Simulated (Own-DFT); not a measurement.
# What random displacements cost in rutile TiO2, 72 atoms (O48Ti24)

Calculated results; nothing here was measured. The program, named Own-DFT, is a retired in-house plane-wave density functional code that no person has reviewed. Each row is one single-point run on a periodic cell that was not relaxed, without spin or spin-orbit coupling.

Settings of every run: PBE; PseudoDojo norm-conserving scalar-relativistic files; cutoff 72 hartree; 3 x 3 x 3 k mesh centred on Gamma; Fermi-Dirac smearing of 0.1 eV.

Known limits: oxygen file: force components 24 meV/angstrom off all-electron in a glass; forces on such cells passed a denser k mesh, each cell not checked; stress not checked against mesh or cutoff.

Cell vectors in Å: (9.187, 0.000, 0.000); (0.000, 9.187, 0.000); (0.000, 0.000, 8.876). In each run every atom was moved at random and independently from its ideal site; u is the rms move along one axis. E is the free energy for each atom above the fitted value at u = 0, and F the rms of the force components.

```
run   u (Å)  E (meV/atom)  F (eV/Å)  largest force (eV/Å)  P (GPa)
  1  0.0196           7.5     0.310                  1.19     4.92
  2  0.0203           9.2     0.399                  1.59     4.77
  3  0.0474          41.4     0.824                  3.26     6.73
  4  0.0525          56.0     1.083                  5.09     6.98
  5  0.0804             ?         ?                     ?        ?
  6  0.0819         146.1     1.768                  7.11    10.29
  7  0.1241         313.4     2.821                 12.29    19.21
```

## Worked fit

For small independent moves the energy grows as E = (3/2) K u², with K the mean stiffness felt by one atom. The runs with u up to 0.11 Å give K = 13.6 ± 0.7 eV/Å², with residuals divided by u² + 0.0006 Å², since the noise grows with the moves. The scatter is 4.0 meV/atom at u = 0.05 Å. The forces follow F = G u with G = 19.1 eV/Å²; no force at u = 0 is resolved. G exceeds K because the moves of its neighbours add to the force on an atom, and stiffness differs between atoms. The pressure follows P = 4.59 + 862 u² GPa: at fixed volume, shortened bonds push harder than stretched ones pull.

## Withheld run

Question: what energy and rms force should run 5 give?

The fit gives 132 ± 11 meV/atom and about 1.53 eV/Å. The calculation gave 146.5 meV/atom and 1.694 eV/Å.
